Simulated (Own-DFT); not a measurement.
# One host, several defects: C11b WSi2

Everything here is calculated. The program is Own-DFT (plane waves, in-house, since retired, never reviewed by a person); positions were held fixed, and spin and spin-orbit coupling were off.

All runs used: PBE; PseudoDojo norm-conserving scalar-relativistic files; cutoff 50 hartree; 5 x 5 x 5 k mesh centred on Gamma; cold (Marzari-Vanderbilt) smearing of 0.2 eV.

Caveats: forces on such cells failed a check on a denser k mesh; stress not checked against mesh or cutoff.

All runs share one cell, with vectors in Å (-2.148, -5.953, 3.409); (-6.444, 2.976, 1.136); (-2.553, -2.948, -6.757) and a volume of 403.2 Å³. u is the rms random offset of the atoms per axis. The defect's site can differ from row to row.

| cell | formula | u (Å) | P (GPa) |
|---|---|---|---|
| no defect | Si20W10 | 0.0190 | 4.37 |
| no defect | Si20W10 | 0.0478 | 6.17 |
| no defect | Si20W10 | 0.0518 | 5.83 |
| one W vacancy | Si20W9 | 0.0298 | 3.89 |
| one W vacancy | Si20W9 | 0.0320 | 3.83 |
| one W vacancy | Si20W9 | 0.0450 | ? |
| one W vacancy | Si20W9 | 0.0549 | 4.67 |
| one Si on a W site | Si21W9 | 0.0289 | 5.96 |
| one Si on a W site | Si21W9 | 0.0315 | 6.25 |
| one Si on a W site | Si21W9 | 0.0477 | 7.46 |
| one Si vacancy | Si19W10 | 0.0277 | 3.22 |
| one Si vacancy | Si19W10 | 0.0299 | 3.44 |
| one Si vacancy | Si19W10 | 0.0468 | 4.71 |
| one W on a Si site | Si19W11 | 0.0253 | 9.75 |
| one W on a Si site | Si19W11 | 0.0305 | 9.91 |
| one W on a Si site | Si19W11 | 0.0502 | 11.67 |

## What the rows give

P = P0 + c u² + a shift for each defect gives P0 = 4.10 GPa, c = 768 ± 101 GPa/Å² and a scatter of 0.33 GPa. The shifts, and each times the cell's volume:

- one W on a Si site: 5.30 ± 0.27 GPa, 13.3 eV
- one Si on a W site: 1.41 ± 0.27 GPa, 3.6 eV
- one W vacancy: -1.23 ± 0.27 GPa, -3.1 eV
- one Si vacancy: -1.29 ± 0.27 GPa, -3.3 eV

Positive is outwards. The product with the volume (160.2 GPa Å³ to the eV) is nearly free of the cell's size; divided by the bulk modulus at the cell's pressure it gives the volume that the defect adds. The atoms around the defects weren't relaxed, which would change these numbers.

## Test on the hidden row

Q: what pressure belongs in the blank (one W vacancy, u = 0.0450 Å)?

The fitted form gives 4.43 ± 0.38 GPa. DFT gave 4.15 GPa.
